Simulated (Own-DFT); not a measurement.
# Reading a pressure off an energy slope: corundum Al2O3, 78 atoms (Al32O46), with two O vacancies

These are calculations. Each geometry was run twice at fixed positions with Own-DFT, a retired in-house plane-wave program that no person has reviewed: with PBE, and with HSE06 (exact exchange share 0.25 at short range, screening 0.11 per bohr, Gygi-Baldereschi treatment of its divergence). Both used PseudoDojo norm-conserving files made for PBE, a cutoff of 48 hartree, the Gamma point alone, fixed occupations, a neutral cell and no spin. With Gamma alone and a thickness of 7.9 Å, finite-size errors remain in every number. The oxygen file's force components were 24 meV/Å off all-electron values in a glass.

Unstrained cell vectors in Å: (5.494, 0.000, 8.660); (-2.747, 4.758, 8.660); (-2.747, -4.758, 8.660), volume V0 = 679.1 Å³, from measured lattice constants. Each geometry has its own random strain of a few per cent, its own defect sites and random moves of rms u per axis. HSE06 gave the energy alone. D is its energy less that of PBE, over the lowest D shown. The PBE stress wasn't checked against mesh or cutoff.

| run | V - V0 (Å³) | u (Å) | P with PBE (GPa) | D (eV) |
|---|---|---|---|---|
| 1 | 0.5 | 0.0285 | 6.68 | 0.704 |
| 2 | -9.3 | 0.0311 | 11.02 | 0.279 |
| 3 | 13.1 | 0.0462 | 4.16 | 1.265 |
| 4 | 23.7 | 0.0299 | -0.49 | 1.594 |
| 5 | -2.2 | 0.0292 | 8.15 | 0.569 |
| 6 | -17.6 | 0.0290 | 14.37 | 0.000 |
| 7 | -14.9 | 0.0493 | 14.79 | 0.199 |
| 8 | -12.3 | 0.0481 | 14.38 | 0.296 |
| 9 | -18.3 | 0.0521 | 17.27 | 0.125 |
| 10 | -0.8 | 0.0491 | 8.84 | 0.758 |
| 11 | 1.2 | 0.0498 | 8.91 | 0.777 |
| 12 | -8.1 | 0.0305 | 10.38 | 0.355 |
| 13 | -15.0 | 0.0477 | 14.16 | ? |

## Worked fit

D = 0.60 + 0.0384 (V - V0) + 71 u² eV, with an error of 0.0007 on the volume slope, 10 on the last term and a scatter of 0.03 eV. Pressure is -dE/dV, and 1 eV/Å³ is 160.2 GPa, so HSE06 changes the pressure by -6.2 ± 0.1 GPa. With the ions held to the strained lattice, the PBE pressure falls by 253 ± 9 GPa per unit of volume strain; the shape of the strain isn't fitted, so the true error is larger, and a relaxed crystal would be softer. On that slope HSE06's volume at a given pressure is about 2.4 % smaller, or 0.8 % in lengths. At u = 0 and V0 the PBE pressure is 6.4 GPa, which puts the zero-pressure volume, against the measured cell and with the defects in, at +2.5 % for PBE and +0.1 % for HSE06, each good to a few tenths of a per cent.

## Withheld run

The question: what D should run 13 give?

The fit gives 0.19 eV, with rows scattering by 0.03. DFT gave 0.202 eV.
